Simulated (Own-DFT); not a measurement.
# Computed records: Si3N4 (beta silicon nitride, atoms displaced)

A calculation, not a measurement: plane-wave PBE density functional theory by an unreviewed code, no spin, of a simulated periodic cell, stress positive in tension, free energy of the whole cell less one offset for each atom, forces on such cells passed a denser k mesh, this cell's mesh not checked; offsets are fitted by least squares, one for each functional and potential file, so energies compare only between cells with the same atoms and settings and are not formation energies; the far tail of each file's local potential was reset to the Coulomb form; each entry is a single point on an unrelaxed cell, so the pressure reflects the starting lattice, mostly measured values (interpolated for alloys), from which strain is counted, and rises with the displacements; printed positions are rounded, which can move forces by about a meV/angstrom; the program, named Own-DFT, is a retired in-house code; no spin-orbit coupling. Program: Own-DFT development build.

Common to all runs: functional PBE; potential files PseudoDojo norm-conserving, scalar-relativistic, standard set; wave cutoff 42 hartree; occupations Fermi-Dirac; smearing width 0.1 eV; k mesh 3 x 3 x 3 centred on Gamma.

```json
{"entry": 1, "formula": "Si3N4", "kind": "beta silicon nitride, atoms displaced", "structure": {"cell_angstrom": [[7.606, 0.0, 0.0], [-3.803, 6.587, 0.0], [0.0, 0.0, 8.727]], "atoms_fractional": [["Si", 0.20173, 0.75763, 0.05476], ["Si", 0.23212, 0.40216, 0.07709], ["Si", 0.61599, 0.84896, 0.09664], ["Si", 0.80836, 0.23771, 0.24757], ["Si", 0.77233, 0.58051, 0.2623], ["Si", 0.39184, 0.16048, 0.25287], ["N", 0.33752, 0.03364, 0.06922], ["N", 0.95006, 0.29684, 0.08337], ["N", 0.68637, 0.64913, 0.08295], ["N", 0.69804, 0.98927, 0.2392], ["N", 0.05889, 0.70814, 0.22372], ["N", 0.32804, 0.33955, 0.24523], ["N", 0.32453, 0.66396, 0.09835], ["N", 0.64143, 0.32956, 0.24646], ["Si", 0.15353, 0.74403, 0.44062], ["Si", 0.24689, 0.38602, 0.41485], ["Si", 0.59152, 0.81518, 0.41854], ["Si", 0.83725, 0.23934, 0.58591], ["Si", 0.75856, 0.58309, 0.60251], ["Si", 0.40568, 0.18523, 0.58568], ["N", 0.34045, 0.02431, 0.42122], ["N", 0.96906, 0.30137, 0.41863], ["N", 0.70197, 0.66224, 0.42772], ["N", 0.66283, 0.98017, 0.59637], ["N", 0.05156, 0.70499, 0.59579], ["N", 0.26556, 0.28281, 0.59663], ["N", 0.36337, 0.68945, 0.40932], ["N", 0.67097, 0.33716, 0.5876], ["Si", 0.17163, 0.76278, 0.74263], ["Si", 0.2161, 0.41703, 0.77087], ["Si", 0.59435, 0.80187, 0.74546], ["Si", 0.81923, 0.22752, 0.90893], ["Si", 0.77766, 0.59003, 0.89608], ["Si", 0.41371, 0.20955, 0.91708], ["N", 0.30039, 0.03314, 0.73575], ["N", 0.95801, 0.28502, 0.73783], ["N", 0.70363, 0.66747, 0.75175], ["N", 0.67549, 0.98543, 0.91244], ["N", 0.03271, 0.70836, 0.92728], ["N", 0.29011, 0.3596, 0.91114], ["N", 0.33524, 0.64479, 0.75169], ["N", 0.66977, 0.34328, 0.91758]]}, "results": {"free_energy_of_cell_above_offsets [eV]": "11.676", "pressure [GPa]": 16.7, "stress_xx [GPa]": -17.13, "stress_yy [GPa]": -15.08, "stress_zz [GPa]": -17.9, "stress_yz [GPa]": 0.19, "stress_xz [GPa]": -5.95, "stress_xy [GPa]": 3.86, "force_element": ["Si", "Si", "Si", "Si", "Si", "Si", "N", "N", "N", "N", "N", "N", "N", "N", "Si", "Si", "Si", "Si", "Si", "Si", "N", "N", "N", "N", "N", "N", "N", "N", "Si", "Si", "Si", "Si", "Si", "Si", "N", "N", "N", "N", "N", "N", "N", "N"], "force_x [eV/angstrom]": [-8.211, -3.254, 0.409, 1.558, 0.472, 1.244, -0.253, 3.094, -0.44, -0.319, -4.303, -4.01, 11.03, 3.939, 6.483, -3.184, 5.475, -3.37, 2.26, 4.135, -1.203, 0.98, 0.812, 1.097, -9.153, -4.799, -7.596, 0.181, 4.397, -2.591, -4.246, -0.039, 0.14, -0.581, 1.86, 2.791, -0.06, -0.009, -0.655, 7.695, -2.187, 0.417], "force_y [eV/angstrom]": [6.452, 1.802, -5.78, 2.141, 3.695, -3.117, 0.88, 1.612, 1.795, -1.24, -2.106, 0.327, -3.117, -0.922, 4.19, 1.951, 6.983, -2.958, 0.596, -3.909, -0.106, 1.079, 0.387, -2.942, -5.639, 5.899, -8.113, -0.555, 4.968, -7.331, 6.674, 1.939, 1.726, -4.723, -0.969, 3.151, 0.322, -6.654, -1.212, -5.111, 9.141, -1.207], "force_z [eV/angstrom]": [3.854, 6.021, -6.696, 1.039, -4.288, -1.242, 0.429, -1.659, -0.344, 6.416, 6.234, -0.735, 0.306, 0.927, -12.85, 1.399, 0.869, -4.76, -6.217, -1.859, 0.128, -1.501, 0.67, -1.94, -0.664, -1.501, 1.127, 0.21, 8.778, -9.344, 1.359, 1.084, 9.119, -1.016, 4.658, 6.81, -0.222, 0.183, -6.939, 4.757, -1.324, -1.275]}}
{"entry": 2, "formula": "Si3N4", "kind": "beta silicon nitride, atoms displaced", "structure": {"cell_angstrom": [[7.606, 0.0, 0.0], [-3.803, 6.587, 0.0], [0.0, 0.0, 8.727]], "atoms_fractional": [["Si", 0.1906, 0.76566, 0.08643], ["Si", 0.24127, 0.38511, 0.0891], ["Si", 0.58374, 0.81583, 0.08855], ["Si", 0.82051, 0.23847, 0.25819], ["Si", 0.77194, 0.60586, 0.26936], ["Si", 0.41439, 0.16136, 0.23213], ["N", 0.33439, 0.02839, 0.08528], ["N", 0.96256, 0.29215, 0.10135], ["N", 0.67047, 0.64891, 0.07841], ["N", 0.66896, 0.97062, 0.25437], ["N", 0.03447, 0.7175, 0.25578], ["N", 0.30068, 0.34896, 0.25502], ["N", 0.31678, 0.64507, 0.08944], ["N", 0.68527, 0.33436, 0.26355], ["Si", 0.16074, 0.76311, 0.41917], ["Si", 0.21919, 0.4204, 0.40767], ["Si", 0.57488, 0.81248, 0.39754], ["Si", 0.84487, 0.23976, 0.58176], ["Si", 0.78299, 0.60129, 0.57648], ["Si", 0.40791, 0.17926, 0.59835], ["N", 0.32654, 0.04315, 0.41407], ["N", 0.97663, 0.31966, 0.42177], ["N", 0.68275, 0.67497, 0.42146], ["N", 0.63807, 0.95163, 0.58999], ["N", 0.03255, 0.72084, 0.5717], ["N", 0.28725, 0.34134, 0.56513], ["N", 0.33207, 0.66466, 0.38419], ["N", 0.67948, 0.3375, 0.58228], ["Si", 0.18612, 0.78517, 0.73929], ["Si", 0.22974, 0.41146, 0.76081], ["Si", 0.60165, 0.83697, 0.75601], ["Si", 0.83383, 0.23551, 0.92123], ["Si", 0.77224, 0.59469, 0.91736], ["Si", 0.3794, 0.1578, 0.9155], ["N", 0.32862, 0.04331, 0.74517], ["N", 0.97934, 0.30182, 0.75088], ["N", 0.72592, 0.67964, 0.7457], ["N", 0.67643, 0.96261, 0.90812], ["N", 0.04638, 0.6855, 0.91823], ["N", 0.30136, 0.34441, 0.91978], ["N", 0.32781, 0.6751, 0.75711], ["N", 0.6877, 0.34595, 0.92843]]}, "results": {"free_energy_of_cell_above_offsets [eV]": "4.137", "pressure [GPa]": 12.27, "stress_xx [GPa]": -11.95, "stress_yy [GPa]": -7.93, "stress_zz [GPa]": -16.92, "stress_yz [GPa]": 1.32, "stress_xz [GPa]": 0.57, "stress_xy [GPa]": 0.9, "force_element": ["Si", "Si", "Si", "Si", "Si", "Si", "N", "N", "N", "N", "N", "N", "N", "N", "Si", "Si", "Si", "Si", "Si", "Si", "N", "N", "N", "N", "N", "N", "N", "N", "Si", "Si", "Si", "Si", "Si", "Si", "N", "N", "N", "N", "N", "N", "N", "N"], "force_x [eV/angstrom]": [-3.604, -6.264, -0.088, 5.87, -0.12, -0.723, -0.426, 2.639, 2.35, -0.184, -1.356, 5.158, 2.957, -8.712, 4.785, 4.153, -0.371, -3.009, -3.885, -0.316, 0.714, -2.536, 4.068, 1.037, 0.986, 2.679, -4.583, -0.905, -1.398, 0.399, 0.593, 0.128, 1.129, 2.695, -0.67, -1.649, -1.918, -0.43, -2.187, 3.479, 2.585, -3.069], "force_y [eV/angstrom]": [-2.033, 2.844, 0.417, -2.902, -1.828, 5.739, -2.596, 0.23, 0.287, 1.094, -0.778, -3.915, 1.966, 3.044, 4.365, -1.604, 2.939, -3.186, -1.637, 5.12, -1.798, -1.498, -1.905, 3.597, -0.179, -1.12, 1.753, 0.304, -2.764, 2.124, -5.146, -0.551, 1.274, 4.273, -2.949, -1.189, 0.475, 3.499, 1.65, -3.484, -0.316, -3.614], "force_z [eV/angstrom]": [-0.276, 0.483, -1.734, 0.063, -4.405, 9.874, -5.076, -3.558, 2.065, -2.589, -2.166, 0.147, -0.617, -0.725, -3.689, 0.92, 5.83, 2.048, 1.803, -9.641, 0.481, -1.601, 0.249, -3.798, 4.053, 5.523, 1.807, 0.569, 2.088, -4.861, -4.046, 0.865, -0.045, 0.811, 3.982, 0.936, 0.875, 6.315, -0.72, -1.108, -0.494, -0.637]}}
{"entry": 3, "formula": "Si3N4", "kind": "beta silicon nitride, atoms displaced", "structure": {"cell_angstrom": [[7.606, 0.0, 0.0], [-3.803, 6.587, 0.0], [0.0, 0.0, 8.727]], "atoms_fractional": [["Si", 0.15952, 0.77779, 0.06193], ["Si", 0.22672, 0.42541, 0.09174], ["Si", 0.6136, 0.8445, 0.09157], ["Si", 0.84338, 0.23637, 0.24682], ["Si", 0.76111, 0.59167, 0.24919], ["Si", 0.3751, 0.1492, 0.25527], ["N", 0.30988, 0.03141, 0.08842], ["N", 0.97244, 0.31541, 0.09222], ["N", 0.70395, 0.65418, 0.09528], ["N", 0.66658, 0.96874, 0.26085], ["N", 0.02854, 0.68916, 0.24206], ["N", 0.27397, 0.31096, 0.24415], ["N", 0.35148, 0.68218, 0.08003], ["N", 0.64584, 0.33033, 0.24265], ["Si", 0.168, 0.77542, 0.42395], ["Si", 0.2399, 0.38383, 0.42641], ["Si", 0.61477, 0.8393, 0.40717], ["Si", 0.83694, 0.25279, 0.57871], ["Si", 0.78677, 0.61029, 0.57285], ["Si", 0.4108, 0.1789, 0.59463], ["N", 0.33492, 0.03835, 0.41346], ["N", 0.97574, 0.28866, 0.42047], ["N", 0.67737, 0.6712, 0.41334], ["N", 0.69602, 0.96759, 0.59237], ["N", 0.02371, 0.72778, 0.5911], ["N", 0.29302, 0.33282, 0.58793], ["N", 0.33777, 0.67084, 0.42664], ["N", 0.67138, 0.35503, 0.59016], ["Si", 0.17124, 0.75778, 0.73667], ["Si", 0.23817, 0.41886, 0.74331], ["Si", 0.58447, 0.81354, 0.73171], ["Si", 0.81967, 0.22693, 0.92386], ["Si", 0.75916, 0.61331, 0.9153], ["Si", 0.41866, 0.18476, 0.95097], ["N", 0.34518, 0.06452, 0.75669], ["N", 0.95711, 0.30952, 0.73337], ["N", 0.68591, 0.66564, 0.76991], ["N", 0.65533, 0.95449, 0.90748], ["N", 0.03778, 0.67667, 0.9167], ["N", 0.29347, 0.33586, 0.90616], ["N", 0.29398, 0.65491, 0.74483], ["N", 0.67869, 0.34202, 0.9017]]}, "results": {"free_energy_of_cell_above_offsets [eV]": "8.072", "pressure [GPa]": 14.02, "stress_xx [GPa]": -9.26, "stress_yy [GPa]": -9.67, "stress_zz [GPa]": -23.13, "stress_yz [GPa]": 6.07, "stress_xz [GPa]": -5.12, "stress_xy [GPa]": 2.58, "force_element": ["Si", "Si", "Si", "Si", "Si", "Si", "N", "N", "N", "N", "N", "N", "N", "N", "Si", "Si", "Si", "Si", "Si", "Si", "N", "N", "N", "N", "N", "N", "N", "N", "Si", "Si", "Si", "Si", "Si", "Si", "N", "N", "N", "N", "N", "N", "N", "N"], "force_x [eV/angstrom]": [5.042, 3.095, -1.027, -4.708, 2.94, 1.193, -0.109, -0.096, -4.825, 0.717, -0.829, 0.839, -1.961, 2.131, 3.148, -4.185, -5.558, -2.805, -7.066, -0.08, -0.434, -0.48, 6.803, -0.965, 2.552, 4.268, -0.717, 1.0, -6.372, -2.608, -2.083, 0.295, 6.626, -0.679, 0.185, 4.073, -2.292, 0.79, -5.311, 0.532, 11.02, -2.053], "force_y [eV/angstrom]": [-0.17, 0.106, -3.854, -0.186, -2.461, 6.248, -2.837, -0.936, 4.667, 5.584, 0.913, 0.032, 0.62, -1.806, -1.224, 4.558, -1.66, -3.322, -2.637, 2.343, -2.842, 0.547, -3.914, 2.383, 1.716, -2.154, -0.109, -1.34, 6.595, -3.736, -0.128, 0.662, -4.862, 4.306, -5.906, 1.444, 1.416, 2.699, -0.832, -0.228, 0.357, -0.054], "force_z [eV/angstrom]": [7.426, -2.759, -2.586, 4.369, 3.955, -2.461, 0.986, -3.784, -5.073, -6.123, 2.021, 1.64, 0.504, 0.717, -3.203, -5.026, 7.826, -1.008, 1.497, -2.002, 5.873, -1.768, 0.317, -4.7, -2.851, 1.444, -0.304, -1.814, 4.777, 2.291, 4.155, -3.798, 5.378, -8.739, 2.62, 6.601, -8.524, 2.453, -6.31, 4.016, -0.541, 2.508]}}
```
